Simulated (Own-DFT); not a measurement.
# One host, several defects: hexagonal WC

Calculated, not measured: single-point runs of Own-DFT, a retired in-house plane-wave DFT program that no person has reviewed, on unrelaxed cells, without spin or spin-orbit coupling.

Method: PBE; PseudoDojo norm-conserving scalar-relativistic files; cutoff 50 hartree; 4 x 4 x 4 k mesh centred on Gamma; cold (Marzari-Vanderbilt) smearing of 0.2 eV.

Limits: forces on such cells moved up to 12 meV/angstrom on a denser k mesh; stress not checked against mesh or cutoff.

All runs share one cell, with vectors in Å (5.833, -5.052, -2.839); (0.000, -5.052, 8.518); (-5.833, -5.052, -2.839) and a volume of 669.4 Å³. Atoms were moved at random from their sites; u is the rms move along one axis. The defect's site can differ from row to row.

```
             cell  formula   u (Å)  P (GPa)
        no defect   C32W32  0.0207     3.28
        no defect   C32W32  0.0465     6.27
        no defect   C32W32  0.0491     6.16
one C on a W site   C33W31  0.0287     2.58
one C on a W site   C33W31  0.0296        ?
one C on a W site   C33W31  0.0472     4.69
one C on a W site   C33W31  0.0481     4.73
one W on a C site   C31W33  0.0285    16.41
one W on a C site   C31W33  0.0295    16.47
one W on a C site   C31W33  0.0310    16.57
    one W vacancy   C32W31  0.0306     1.78
    one W vacancy   C32W31  0.0490     4.10
    one W vacancy   C32W31  0.0526     4.64
    one C vacancy   C31W32  0.0304     3.25
    one C vacancy   C31W32  0.0308     3.17
    one C vacancy   C31W32  0.0483     5.49
```

## Working it out

P = P0 + c u² + a shift for each defect gives P0 = 2.65 GPa, c = 1554 ± 51 GPa/Å² and a scatter of 0.13 GPa. The shifts, and each times the cell's volume:

- one W on a C site: 12.47 ± 0.12 GPa, 52.1 eV
- one C vacancy: -0.85 ± 0.11 GPa, -3.6 eV
- one C on a W site: -1.43 ± 0.11 GPa, -6.0 eV
- one W vacancy: -2.30 ± 0.11 GPa, -9.6 eV

Positive is outwards. The product with the volume (160.2 GPa Å³ to the eV) is nearly free of the cell's size; divided by the bulk modulus at the cell's pressure it gives the volume that the defect adds. The atoms around the defects weren't relaxed, which would change these numbers.

## Withheld run

Q: what pressure belongs in the blank (one C on a W site, u = 0.0296 Å)?

From the fit: 2.58 ± 0.16 GPa. The hidden result is 2.58 GPa.
